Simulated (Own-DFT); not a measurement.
## Calculated data, SiC (4H silicon carbide, strained, atoms displaced), GaN (wurtzite, strained, atoms displaced), SiC (4H silicon carbide, atoms displaced), GaP (zincblende, strained, atoms displaced)

A calculation, not a measurement: plane-wave PBE density functional theory by an unreviewed code, no spin, of a simulated periodic cell, stress positive in tension, free energy of the whole cell less one offset for each atom, forces on such cells passed a denser k mesh, this cell's mesh not checked; offsets are fitted by least squares, one for each functional and potential file, so energies compare only between cells with the same atoms and settings and are not formation energies; the far tail of each file's local potential was reset to the Coulomb form; each entry is a single point on an unrelaxed cell, so the pressure reflects the starting lattice, mostly measured values (interpolated for alloys), from which strain is counted, and rises with the displacements; printed positions are rounded, which can move forces by about a meV/angstrom; the program, named Own-DFT, is a retired in-house code; no spin-orbit coupling. Program: Own-DFT development build.

Settings shared by all entries: functional PBE.

(1) SiC (4H silicon carbide, strained, atoms displaced)

```
SiC
1.0
      9.2014     0.0828    -0.1033
     -4.5290     7.8915    -0.0117
     -0.1125    -0.0796    10.1754
Si C Si C Si C Si C Si C Si C Si C Si C Si C Si C Si C Si C Si C Si C Si C Si C Si C Si C
2 2 2 2 2 2 2 2 2 2 2 2 2 2 2 2 2 2 2 2 2 2 2 2 2 2 2 2 2 2 2 2 2 2 2 2
Direct
  0.98734 0.99647 0.40713
  0.11920 0.23059 0.15581
  0.99739 0.99245 0.09892
  0.11404 0.22466 0.34329
  0.99977 0.32941 0.40080
  0.11121 0.55717 0.15847
  0.01010 0.33089 0.09616
  0.11353 0.55286 0.34710
  0.99849 0.66979 0.41532
  0.10555 0.88599 0.15469
  0.99572 0.66137 0.09693
  0.10968 0.87581 0.34849
  0.33901 0.00628 0.41323
  0.44949 0.22856 0.15218
  0.33594 0.99889 0.09513
  0.43875 0.21527 0.35242
  0.32902 0.32779 0.40710
  0.44022 0.55552 0.16278
  0.33145 0.32678 0.09207
  0.45181 0.55675 0.34836
  0.33764 0.67727 0.41372
  0.44640 0.88788 0.15328
  0.33138 0.66726 0.10189
  0.44593 0.88352 0.33903
  0.65289 0.99287 0.41215
  0.76924 0.21891 0.14870
  0.67045 0.00519 0.10029
  0.78144 0.20596 0.34590
  0.67590 0.33394 0.41400
  0.77590 0.55687 0.15814
  0.66108 0.33433 0.09209
  0.77537 0.55111 0.35060
  0.66805 0.67137 0.40842
  0.77855 0.89496 0.15998
  0.66823 0.66045 0.09843
  0.78070 0.88548 0.33678
  0.00402 0.99957 0.90719
  0.89863 0.78700 0.64682
  0.00032 0.00431 0.59133
  0.89917 0.79411 0.83923
  0.00166 0.66878 0.90821
  0.89775 0.45307 0.64467
  0.99629 0.65779 0.59483
  0.89300 0.45355 0.84342
  0.99918 0.33601 0.90131
  0.89150 0.11784 0.65507
  0.00549 0.33716 0.58860
  0.88028 0.11439 0.84200
  0.65936 0.99263 0.90850
  0.55054 0.76457 0.66304
  0.67048 0.00647 0.59038
  0.55641 0.77870 0.84857
  0.66948 0.66292 0.90285
  0.55380 0.44479 0.65262
  0.66809 0.66729 0.59352
  0.55505 0.44323 0.84838
  0.67257 0.33504 0.90924
  0.54988 0.10953 0.66226
  0.66571 0.32808 0.59351
  0.55393 0.10995 0.84208
  0.33329 0.01540 0.90746
  0.21357 0.76565 0.65454
  0.33634 0.00044 0.59689
  0.22227 0.77022 0.84761
  0.32778 0.66071 0.90741
  0.22046 0.44045 0.66441
  0.33365 0.67456 0.59174
  0.22613 0.45292 0.83854
  0.33372 0.33095 0.90603
  0.22951 0.11696 0.64819
  0.33392 0.33198 0.59530
  0.21458 0.10087 0.84424
```

It was run with potential files PseudoDojo norm-conserving, scalar-relativistic, standard set, wave cutoff 42 hartree, occupations Fermi-Dirac, smearing width 0.1 eV, hardware one NVIDIA H100 and k mesh 4 x 4 x 3 centred on Gamma.

Results for SiC (4H silicon carbide, strained, atoms displaced): free energy of cell above offsets -6.288 eV; pressure 6.14 GPa; stress xx -7.16 GPa; stress yy -11.06 GPa; stress zz -0.2 GPa; stress yz -2.12 GPa; stress xz -4.69 GPa; stress xy 3.9 GPa; wall time 351.3 s.

Force:
```csv
element,x (eV/Å),y (eV/Å),z (eV/Å)
Si,2.779,0.902,-0.88
Si,0.748,-2.747,0.923
C,-0.981,1.995,-1.308
C,0.12,-1.108,-0.215
Si,0.39,0.718,0.572
Si,0.275,-0.539,0.888
C,-3.267,1.15,-1.718
C,-0.794,0.619,0.074
Si,1.07,-1.964,-2.276
Si,1.922,-0.43,1.661
C,-0.289,0.321,-0.841
C,-0.843,2.91,-0.267
Si,-0.3,-2.56,-1.216
Si,-0.354,-2.048,2.121
C,-1.068,0.608,-0.508
C,1.262,2.065,-1.779
Si,0.532,1.303,0.117
Si,1.454,-0.161,-0.411
C,-0.527,1.628,-0.161
C,-1.667,-0.53,0.202
Si,0.351,-2.409,-1.958
Si,-0.187,0.493,0.91
C,0.251,-0.629,-1.925
C,-1.463,1.103,0.743
Si,2.403,0.394,-1.246
Si,2.014,1.821,2.419
C,-0.838,-1.995,-2.338
C,-2.3,1.838,-0.948
Si,-0.801,-1.422,-1.562
Si,1.338,-0.485,1.289
C,1.281,0.279,0.125
C,0.316,0.512,-0.502
Si,0.715,-0.857,-0.577
Si,1.153,-1.577,-1.128
C,-2.33,1.694,-1.282
C,-1.932,-0.131,2.245
Si,-2.072,1.394,0.967
Si,-1.011,-1.07,2.218
C,0.514,0.506,-0.276
C,-0.225,-3.464,-0.424
Si,-0.041,0.869,0.011
Si,-0.989,-4.076,2.957
C,-0.545,3.545,-0.776
C,-0.335,-1.118,-0.668
Si,0.356,0.126,1.119
Si,-0.715,-0.51,0.162
C,0.015,-0.215,0.507
C,1.379,-0.518,0.368
Si,0.513,1.754,0.149
Si,-0.467,2.85,-0.763
C,-0.494,-1.579,1.811
C,-0.242,-1.888,-0.282
Si,0.148,1.443,1.403
Si,1.388,-0.236,0.853
C,0.339,0.103,0.174
C,0.06,-0.579,-1.5
Si,-0.253,0.022,-1.285
Si,1.879,0.216,-1.084
C,-0.062,0.987,1.024
C,-0.464,0.386,1.5
Si,3.007,-3.477,0.612
Si,0.43,2.284,1.812
C,-0.86,-1.127,-0.146
C,-1.394,1.766,-0.775
Si,1.08,1.748,1.386
Si,-0.004,1.005,-3.185
C,1.277,-1.809,1.366
C,0.235,-2.662,1.888
Si,-0.424,0.242,-0.114
Si,-0.863,-1.704,1.602
C,-0.564,1.025,-0.292
C,-1.03,2.996,-1.562
```

(2) GaN (wurtzite, strained, atoms displaced)

```
GaN
1.0
     12.7560     0.0000     0.0000
     -4.7835     8.2853     0.0000
      0.0000     0.0000    10.6292
Ga N Ga N Ga N Ga N Ga N Ga N Ga N Ga N Ga N Ga N Ga N Ga N Ga N Ga N Ga N Ga N Ga N Ga N Ga N Ga N Ga N Ga N Ga N Ga N
2 2 2 2 2 2 2 2 2 2 2 2 2 2 2 2 2 2 2 2 2 2 2 2 2 2 2 2 2 2 2 2 2 2 2 2 2 2 2 2 2 2 2 2 2 2 2 2
Direct
  0.08415 0.22418 0.99885
  0.16445 0.11420 0.25044
  0.08047 0.21757 0.18416
  0.16672 0.10163 0.43545
  0.08737 0.22470 0.49915
  0.16768 0.11324 0.75821
  0.08377 0.21812 0.69258
  0.17564 0.10962 0.94000
  0.08210 0.56327 0.99921
  0.16621 0.44188 0.25439
  0.08339 0.56257 0.18082
  0.15711 0.43858 0.43350
  0.08123 0.56062 0.49714
  0.16917 0.44655 0.75323
  0.08816 0.55643 0.68790
  0.17008 0.45321 0.93864
  0.08592 0.89106 0.99405
  0.17216 0.78124 0.25059
  0.08608 0.89566 0.19048
  0.16422 0.78604 0.43819
  0.08601 0.88844 0.50718
  0.16635 0.78142 0.75925
  0.08406 0.89093 0.68516
  0.16140 0.77803 0.93746
  0.33850 0.22259 0.99735
  0.41968 0.12280 0.25321
  0.32584 0.22021 0.17899
  0.41767 0.10276 0.43944
  0.33279 0.21427 0.50264
  0.41180 0.11122 0.74986
  0.32918 0.22579 0.68733
  0.42142 0.11462 0.93340
  0.33010 0.54990 0.99645
  0.41417 0.44100 0.25300
  0.33268 0.55591 0.18861
  0.41990 0.44743 0.44344
  0.32754 0.54611 0.50723
  0.41500 0.43523 0.75149
  0.32815 0.54814 0.68993
  0.41079 0.44534 0.93937
  0.33506 0.89216 0.99603
  0.41809 0.78077 0.25915
  0.33755 0.88844 0.18517
  0.41488 0.76989 0.43882
  0.33702 0.89559 0.49739
  0.42067 0.77889 0.74954
  0.33590 0.89381 0.67780
  0.41298 0.77530 0.93871
  0.58057 0.21211 0.00116
  0.66314 0.10644 0.25451
  0.58437 0.21612 0.18937
  0.66678 0.11580 0.43685
  0.58419 0.22271 0.49620
  0.67109 0.12051 0.74932
  0.57748 0.21042 0.69160
  0.66600 0.10957 0.93800
  0.58376 0.55072 0.99548
  0.66322 0.45108 0.24911
  0.57686 0.55373 0.18525
  0.66474 0.43919 0.43021
  0.57444 0.55880 0.50321
  0.66819 0.44727 0.75190
  0.57866 0.55385 0.68614
  0.67103 0.45144 0.94618
  0.58537 0.88651 0.00164
  0.67206 0.77516 0.24946
  0.59457 0.89701 0.19797
  0.66662 0.76986 0.44418
  0.57675 0.88419 0.50243
  0.66935 0.77980 0.74914
  0.58098 0.88913 0.68476
  0.66866 0.77942 0.93869
  0.83816 0.22983 0.99721
  0.92654 0.11490 0.25413
  0.83800 0.21816 0.19620
  0.91545 0.11236 0.43741
  0.83463 0.21545 0.50594
  0.91307 0.11724 0.75269
  0.83166 0.22208 0.68571
  0.92285 0.12161 0.94105
  0.83506 0.55478 0.00622
  0.91802 0.44818 0.25051
  0.84186 0.57034 0.18813
  0.90826 0.45080 0.43887
  0.84135 0.55729 0.49967
  0.91542 0.44691 0.74691
  0.84506 0.56151 0.69336
  0.92100 0.45164 0.93415
  0.83336 0.89293 0.99468
  0.92667 0.78395 0.24369
  0.84036 0.88748 0.18961
  0.92658 0.78342 0.43958
  0.83693 0.89578 0.51015
  0.92212 0.78505 0.75653
  0.83028 0.88732 0.68164
  0.91414 0.78023 0.94301
```

Here we set potential files PseudoDojo norm-conserving, scalar-relativistic, standard set with the stringent files for Ga, wave cutoff 96 hartree, occupations Gaussian, smearing width 0.01 eV and k mesh 3 x 4 x 3 centred on Gamma.

It finds free energy of cell above offsets -6.022 eV; pressure 2.1 GPa; stress xx -5 GPa; stress yy -3.7 GPa; stress zz 2.39 GPa; stress yz 0.06 GPa; stress xz 0.45 GPa; stress xy 0.35 GPa.

Force:
```csv
element,x (eV/Å),y (eV/Å),z (eV/Å)
Ga,0.994,0.577,0.24
Ga,0.614,-0.631,-0.064
N,0.85,1.334,0.014
N,-0.354,1.779,0.307
Ga,-0.164,-1.164,0.706
Ga,-0.239,-0.444,-0.805
N,-0.755,0.432,-0.458
N,-1.571,0.497,-0.397
Ga,0.93,-0.849,0.289
Ga,-0.327,0.56,-1.647
N,0.565,-0.53,1.197
N,0.743,0.759,0.831
Ga,-0.127,0.004,0.509
Ga,-0.76,-0.579,0.071
N,-0.836,0.154,-0.136
N,-0.881,-1.096,-0.153
Ga,-1.093,0.12,1.929
Ga,-0.751,0.348,-0.136
N,1.503,-0.002,-1.386
N,2.115,-1.063,-0.532
Ga,-0.904,0.165,-0.699
Ga,0.629,-0.363,-2.22
N,0.3,0.331,1.729
N,1.354,0.588,0.024
Ga,-0.22,0.36,0.47
Ga,-0.132,-1.211,-0.703
N,1.312,0.448,1.372
N,-0.715,2.095,-0.887
Ga,-0.299,0.554,-0.368
Ga,0.575,-0.283,-0.507
N,0.818,-1.152,-0.133
N,-0.647,-0.453,0.132
Ga,-0.288,1.266,1.498
Ga,-0.558,0.357,-0.277
N,0.058,-0.024,0.149
N,-1.786,-1.909,-1.007
Ga,-0.303,0.444,-0.659
Ga,-0.655,1.499,0.337
N,1.083,0.834,-0.094
N,1.956,-0.525,-0.87
Ga,-0.054,-0.429,0.846
Ga,0.68,-0.445,-1.457
N,-0.383,0.843,0.207
N,-0.829,-0.039,0.569
Ga,-0.333,-2.386,0.287
Ga,-1.049,-0.228,0.058
N,-0.357,-0.6,1.885
N,0.757,0.335,-0.425
Ga,0.429,1.268,0.493
Ga,1.351,1.472,0.193
N,-0.875,1.116,-0.571
N,0.681,-1.102,0.875
Ga,0.185,0.441,0.744
Ga,-0.653,-1.58,0.411
N,-0.211,2.035,-0.726
N,0.845,0.199,-0.277
Ga,-1.217,0.717,0.868
Ga,1.35,-0.414,-0.141
N,0.471,0.132,-0.285
N,-0.45,0.989,1.342
Ga,2.832,-0.323,0.025
Ga,0.321,-0.298,-0.192
N,0.779,0.014,0.945
N,0.282,-1.538,-1.226
Ga,-0.661,0.124,0.701
Ga,0.009,0.475,0.801
N,-0.922,-2.07,-1.443
N,-0.314,1.644,-0.744
Ga,1.26,0.633,-0.612
Ga,-0.907,-0.315,-0.071
N,0.956,0.349,0.694
N,-0.236,-0.368,-0.632
Ga,-0.485,-0.265,1.498
Ga,-1.811,-1.285,-0.211
N,-0.942,0.891,-1.092
N,1.039,0.012,0.575
Ga,-1.31,1.031,-1.576
Ga,1.441,-0.571,-0.062
N,0.202,0.504,0.504
N,-0.598,-1.035,-1.084
Ga,-0.027,0.56,-0.195
Ga,-0.216,-0.475,0.029
N,-0.589,-2.151,-0.141
N,4.115,-2.334,-0.885
Ga,-3.728,1.906,0.826
Ga,1.924,-0.159,0.603
N,-2.64,0.303,-0.879
N,-0.596,-0.626,0.025
Ga,0.283,0.308,1.624
Ga,-0.745,0.113,1.767
N,-1.068,0.566,-0.634
N,-1.516,-0.258,-0.074
Ga,0.515,-1.297,-2.901
Ga,-0.466,-0.387,-0.499
N,0.61,0.642,2.884
N,0.831,0.129,-0.912
```

(3) SiC (4H silicon carbide, atoms displaced)

```
SiC
1.0
     12.3308     0.0000     0.0000
     -6.1654    10.6788     0.0000
      0.0000     0.0000    10.0681
Si C Si C Si C Si C Si C Si C Si C Si C Si C Si C Si C Si C Si C Si C Si C Si C Si C Si C Si C Si C Si C Si C Si C Si C Si C Si C Si C Si C Si C Si C Si C Si C
2 2 2 2 2 2 2 2 2 2 2 2 2 2 2 2 2 2 2 2 2 2 2 2 2 2 2 2 2 2 2 2 2 2 2 2 2 2 2 2 2 2 2 2 2 2 2 2 2 2 2 2 2 2 2 2 2 2 2 2 2 2 2 2
Direct
  0.99473 0.99919 0.40319
  0.08424 0.16363 0.15649
  0.00222 0.00545 0.09201
  0.08191 0.16344 0.34484
  0.00080 0.25154 0.40798
  0.08011 0.41403 0.15678
  0.00332 0.25107 0.09119
  0.08314 0.41742 0.34177
  0.00329 0.49944 0.40308
  0.07659 0.65929 0.15861
  0.00372 0.49809 0.08972
  0.08260 0.66998 0.34264
  0.00026 0.74723 0.40063
  0.08123 0.91794 0.15604
  0.00021 0.75454 0.09018
  0.08327 0.91427 0.34571
  0.25135 0.00488 0.40797
  0.33146 0.16154 0.15531
  0.25568 0.00465 0.09016
  0.33645 0.16674 0.33760
  0.25001 0.25276 0.40797
  0.33209 0.41299 0.16084
  0.25187 0.25426 0.09015
  0.33744 0.41733 0.33551
  0.25114 0.49958 0.40726
  0.33007 0.66365 0.15793
  0.24589 0.49535 0.09427
  0.33647 0.67014 0.33875
  0.25198 0.74931 0.40559
  0.33117 0.91271 0.15600
  0.25237 0.75143 0.09508
  0.33401 0.91561 0.34309
  0.50109 0.00410 0.40348
  0.58288 0.16638 0.16117
  0.49992 0.99962 0.09421
  0.58769 0.17068 0.33709
  0.49998 0.25030 0.40792
  0.58267 0.41761 0.15188
  0.50032 0.25152 0.09152
  0.58395 0.41477 0.34524
  0.49824 0.49732 0.40078
  0.58280 0.66378 0.16351
  0.50633 0.50237 0.09597
  0.58447 0.66566 0.34746
  0.49645 0.75078 0.40787
  0.58355 0.91890 0.14834
  0.49826 0.75013 0.09220
  0.58236 0.91781 0.34443
  0.75084 0.00267 0.40430
  0.83373 0.16806 0.15629
  0.74993 0.99772 0.09500
  0.83116 0.17037 0.34811
  0.75149 0.24515 0.41003
  0.83274 0.41629 0.15629
  0.74956 0.24852 0.09899
  0.83380 0.41542 0.34028
  0.74704 0.50096 0.40831
  0.83102 0.66699 0.15629
  0.74941 0.50242 0.09684
  0.83359 0.66665 0.34522
  0.74780 0.74869 0.40435
  0.83260 0.91773 0.15902
  0.75076 0.75126 0.10034
  0.82694 0.91590 0.34526
  0.99811 0.99963 0.90880
  0.91492 0.83047 0.65985
  0.99969 0.99969 0.58965
  0.91289 0.83156 0.84070
  0.99749 0.74726 0.90934
  0.91558 0.58315 0.65726
  0.00111 0.74834 0.59484
  0.91807 0.58250 0.84494
  0.99945 0.49997 0.90504
  0.91621 0.32971 0.66341
  0.99934 0.49800 0.58984
  0.92117 0.33693 0.84167
  0.99806 0.25342 0.90672
  0.92010 0.08236 0.65738
  0.99833 0.24619 0.59238
  0.91976 0.08532 0.84576
  0.74575 0.99521 0.90106
  0.66065 0.83014 0.65727
  0.74912 0.99834 0.59653
  0.66820 0.83225 0.84704
  0.74798 0.74967 0.91159
  0.67097 0.57940 0.65934
  0.75175 0.75215 0.59209
  0.66350 0.58744 0.84725
  0.75250 0.50351 0.90263
  0.66404 0.33579 0.65568
  0.75480 0.50233 0.59630
  0.66245 0.32648 0.84379
  0.74966 0.25301 0.90344
  0.66840 0.08384 0.65735
  0.74800 0.25017 0.59560
  0.66554 0.08832 0.84117
  0.50268 0.00141 0.90780
  0.42052 0.83499 0.65445
  0.49820 0.00242 0.59687
  0.41823 0.83275 0.84361
  0.50281 0.75418 0.90557
  0.41787 0.58128 0.65445
  0.49923 0.75110 0.59368
  0.42056 0.58215 0.84249
  0.50389 0.50079 0.90977
  0.41258 0.33036 0.65303
  0.50198 0.50253 0.60006
  0.41747 0.33655 0.83927
  0.49936 0.24433 0.90625
  0.41562 0.08266 0.65086
  0.50220 0.25670 0.59915
  0.41657 0.08683 0.84554
  0.24723 0.99925 0.90616
  0.16818 0.83143 0.65516
  0.24956 0.00064 0.59305
  0.16300 0.83215 0.84553
  0.25043 0.75274 0.90312
  0.16896 0.58602 0.65310
  0.24912 0.74867 0.59370
  0.17216 0.58829 0.84106
  0.25400 0.50391 0.90235
  0.16773 0.33281 0.65599
  0.25089 0.50017 0.59797
  0.16804 0.33503 0.83659
  0.24930 0.25142 0.90621
  0.17116 0.08657 0.65309
  0.24771 0.24753 0.59136
  0.17327 0.09126 0.83974
```

Settings of this run: potential files PseudoDojo norm-conserving, scalar-relativistic, standard set, wave cutoff 42 hartree, occupations Fermi-Dirac, smearing width 0.1 eV, hardware one NVIDIA H200 and k mesh 3 x 3 x 3 centred on Gamma.

Results for SiC (4H silicon carbide, atoms displaced): free energy of cell above offsets -18.347 eV; pressure 3.81 GPa; stress xx -2.83 GPa; stress yy -3.38 GPa; stress zz -5.21 GPa; stress yz -0.69 GPa; stress xz -0.17 GPa; stress xy 0.55 GPa; wall time 531.9 s.

Force:
```csv
element,x (eV/Å),y (eV/Å),z (eV/Å)
Si,0.962,-0.807,0.718
Si,-0.298,1.863,-0.195
C,-0.06,-1.723,0.626
C,-0.222,1.028,-0.342
Si,-0.28,-0.467,-0.407
Si,1.102,0.068,-0.55
C,-0.751,-0.588,0.853
C,0.977,-0.26,0.525
Si,-1.69,0.209,0.486
Si,0.775,2.024,-1.147
C,-1.621,-0.107,0.504
C,1.546,-1.397,0.095
Si,-0.963,0.768,1.728
Si,1.115,0.388,0.095
C,0.077,-1.317,1.252
C,-0.732,0.78,-0.551
Si,0.378,-1.353,-0.896
Si,0.084,2.134,-0.922
C,-1.031,-2.011,0.576
C,-0.944,0.381,1.787
Si,0.617,-0.916,-1.266
Si,-0.024,1.11,-3.069
C,0.296,-1.562,0.984
C,-1.275,-0.397,3.153
Si,-0.002,0.417,-0.446
Si,0.483,0.308,-1.656
C,0.603,0.649,-0.121
C,-0.459,-1.334,1.758
Si,-0.729,0.549,-0.236
Si,0.124,0.966,0.024
C,-1.059,-1.215,-0.572
C,-0.601,0.569,0.468
Si,0.206,-0.522,0.278
Si,-0.2,0.254,-2.381
C,-0.365,0.429,-0.183
C,-0.556,-0.504,3.114
Si,0.555,0.099,-0.373
Si,0.932,-0.76,1.087
C,0.221,-0.499,0.551
C,-0.621,0.3,-0.419
Si,0.974,0.63,1.758
Si,-0.629,1.205,-1.217
C,-1.706,-0.422,-0.048
C,-1.196,-0.134,0.001
Si,1.352,0.557,-0.638
Si,0.186,-0.911,1.816
C,0.551,-0.463,0.495
C,0.196,0.114,-0.379
Si,-0.926,-0.442,0.906
Si,0.399,-0.372,0.03
C,-0.295,0.851,-0.882
C,2.461,-1.158,-1.111
Si,-1.944,2.206,-0.289
Si,-0.02,-0.003,-0.197
C,-0.236,0.447,-1.645
C,-0.12,0.279,1.398
Si,1.494,-0.357,-0.671
Si,0.71,0.203,0.332
C,0.774,-0.364,-1.23
C,-0.328,0.039,-0.315
Si,0.579,0.368,0.921
Si,0.126,-0.02,-0.304
C,-0.372,0.038,-0.709
C,1.122,0.169,-0.411
Si,0.81,0.475,-1.424
Si,0.218,0.766,-1.757
C,0.641,-0.246,0.776
C,0.471,0.148,1.925
Si,-0.235,0.741,-1.182
Si,1.692,0.265,-0.43
C,-0.301,0.175,-0.479
C,-0.467,0.037,-0.115
Si,1.305,0.685,-0.318
Si,-0.195,0.74,-2.723
C,0.211,0.034,0.892
C,-1.222,-0.457,1.377
Si,1.782,-0.576,-0.426
Si,-0.638,-0.422,-0.08
C,0.179,0.804,0.546
C,-0.971,-0.221,-0.139
Si,0.493,1.966,0.875
Si,1.755,0.52,-0.205
C,0.064,0.239,-0.305
C,-0.753,-0.1,-0.75
Si,0.496,0.303,-0.145
Si,-2.021,1.711,-0.282
C,-0.4,-1.014,0.448
C,2.218,-0.524,-0.431
Si,-0.846,-1.062,1.099
Si,1.428,-0.447,0.542
C,-0.733,-0.883,-0.311
C,-0.073,2.294,-0.225
Si,0.853,-0.51,1.142
Si,-0.682,0.003,-0.5
C,0.254,0.067,0.134
C,1.258,-0.973,0.838
Si,-1.146,0.09,-0.554
Si,-1.169,0.029,0.485
C,1.092,-0.263,-1.25
C,-0.36,0.87,-0.258
Si,-0.042,-1.72,0.316
Si,-0.205,0.642,0.928
C,-0.12,-0.794,-0.174
C,-0.515,0.932,0.515
Si,-1.27,-0.664,-0.657
Si,0,1.563,1.03
C,0.515,-1.154,-2.106
C,0.476,-0.762,1.242
Si,-1.447,1.684,-0.026
Si,-0.186,0.934,1.839
C,-0.181,-1.772,-1.863
C,0.359,-2.238,-0.908
Si,0.517,0.781,-0.653
Si,-0.98,0.3,0.277
C,0.419,-0.112,-0.075
C,0.389,0.34,-0.43
Si,0.397,-0.204,0.906
Si,-0.562,-0.939,0.559
C,0.859,0.681,-0.551
C,-0.9,-0.654,0.225
Si,0.09,-0.632,0.437
Si,-0.674,-0.185,-0.458
C,0.234,-0.172,-1.527
C,-0.57,-0.004,1.804
Si,0.528,0.986,-0.712
Si,-1.24,-1.289,0.387
C,0.272,1.031,-0.361
C,-0.892,-1.858,0.703
```

(4) GaP (zincblende, strained, atoms displaced)

```
GaP
1.0
     10.8620     0.0000     0.0000
      0.0000    10.8620     0.0000
      0.0000     0.0000    10.9439
Ga P Ga P Ga P Ga P Ga P Ga P Ga P Ga P
4 4 4 4 4 4 4 4 4 4 4 4 4 4 4 4
Direct
  0.99762 0.00110 0.99988
  0.00019 0.25232 0.25135
  0.24485 0.00121 0.24442
  0.24869 0.25062 0.00082
  0.12814 0.11714 0.12479
  0.12838 0.37418 0.37871
  0.37154 0.12471 0.37731
  0.37844 0.37108 0.12393
  0.00060 0.99930 0.50144
  0.00083 0.24662 0.75299
  0.25089 0.99733 0.75024
  0.24566 0.24825 0.50537
  0.12912 0.12368 0.62678
  0.12813 0.37129 0.87556
  0.37506 0.12447 0.87609
  0.37626 0.37417 0.62462
  0.00038 0.49949 0.99845
  0.00063 0.74984 0.25350
  0.25240 0.49898 0.25253
  0.25022 0.75518 0.00336
  0.12780 0.62320 0.12391
  0.12674 0.86904 0.37639
  0.37776 0.62433 0.37591
  0.37322 0.87540 0.13010
  0.99985 0.49817 0.49164
  0.00320 0.75049 0.74766
  0.24890 0.49932 0.75232
  0.25583 0.75124 0.49929
  0.12890 0.62245 0.62398
  0.12361 0.87644 0.87304
  0.37752 0.62706 0.87604
  0.37546 0.87214 0.62607
  0.49889 0.99713 0.99751
  0.50255 0.25328 0.24687
  0.75161 0.99872 0.25114
  0.75286 0.25063 0.00018
  0.62571 0.12460 0.12380
  0.62117 0.37233 0.37513
  0.88143 0.12128 0.37449
  0.87157 0.37500 0.12560
  0.49821 0.99751 0.50067
  0.50111 0.25114 0.75105
  0.74904 0.00364 0.74808
  0.75436 0.24936 0.49904
  0.62284 0.12019 0.62190
  0.62828 0.37868 0.87869
  0.87709 0.12626 0.88035
  0.87720 0.37708 0.62846
  0.49821 0.49964 0.00047
  0.49655 0.74741 0.24915
  0.74885 0.49817 0.25220
  0.75307 0.74534 0.00065
  0.62529 0.62680 0.12682
  0.62459 0.87606 0.37617
  0.87513 0.62513 0.37698
  0.87326 0.87123 0.12532
  0.49669 0.49699 0.49924
  0.49875 0.75223 0.74966
  0.75049 0.50034 0.74835
  0.74827 0.74887 0.50216
  0.62160 0.62348 0.62667
  0.62124 0.87806 0.87789
  0.87601 0.62730 0.87597
  0.87947 0.87159 0.62451
```

It was run with potential files PseudoDojo norm-conserving, scalar-relativistic, standard set, wave cutoff 42 hartree, occupations Fermi-Dirac, smearing width 0.1 eV and k mesh 3 x 3 x 3 centred on Gamma.

It finds free energy of cell above offsets -35.292 eV; pressure 3.07 GPa; stress xx -3.25 GPa; stress yy -3.25 GPa; stress zz -2.71 GPa; stress yz 0.32 GPa; stress xz -0.28 GPa; stress xy 0.38 GPa.

Force:
```csv
element,x (eV/Å),y (eV/Å),z (eV/Å)
Ga,0.172,-0.59,0.234
Ga,0.35,-0.264,-0.3
Ga,0.73,-0.592,1.43
Ga,0.278,-0.503,0.166
P,-1.006,1.464,-0.469
P,-0.121,-0.162,-0.571
P,0.123,0.098,-0.442
P,-0.594,0.514,0.085
Ga,0.5,-0.27,0.002
Ga,0.106,0.139,-0.223
Ga,0.201,0.158,0.122
Ga,0.727,0.11,-0.316
P,-0.751,-0.27,0.21
P,-0.479,0.339,0.02
P,-0.068,0.095,-0.163
P,-0.363,-0.046,0.342
Ga,0.054,-0.094,0.154
Ga,0.026,-0.316,-0.461
Ga,0.071,-0.066,-0.332
Ga,-0.008,-0.351,-0.383
P,-0.264,0.067,0.29
P,0.011,0.781,-0.054
P,-0.22,-0.105,-0.058
P,0.295,0.156,-0.449
Ga,0.115,0.214,1.002
Ga,0.113,-0.404,0.124
Ga,0.459,0.09,-0.08
Ga,-0.368,-0.443,0.167
P,-0.324,0.075,-0.266
P,0.068,-0.082,0.362
P,-0.503,-0.022,0.08
P,-0.031,0.398,-0.068
Ga,-0.264,0.419,0.719
Ga,-0.255,-0.933,0.361
Ga,-0.168,0.09,-0.146
Ga,-0.463,-0.062,0.131
P,0.055,-0.159,0.041
P,0.652,0.201,0.242
P,-0.477,0.369,0.006
P,0.606,0.136,0.097
Ga,-0.225,0.05,-0.274
Ga,0.258,-0.119,0.062
Ga,0.267,-0.48,0.31
Ga,-0.219,-0.141,0.144
P,0.28,0.83,0.181
P,-0.175,-0.381,-0.398
P,-0.395,-0.114,-0.716
P,0.142,-0.359,-0.458
Ga,0.277,0.275,0.111
Ga,0.516,0.343,0.215
Ga,-0.153,0.241,0.092
Ga,-0.614,0.514,-0.081
P,-0.092,-0.424,-0.114
P,-0.066,-0.353,-0.172
P,-0.355,-0.032,-0.301
P,0.365,0.28,0.092
Ga,0.36,0.151,0.151
Ga,0.316,-0.208,0.302
Ga,-0.04,0.246,0.32
Ga,-0.045,0.026,0.002
P,0.139,0.034,-0.214
P,0.934,-0.66,-0.506
P,0.209,-0.343,-0.529
P,-0.67,0.45,0.176
```
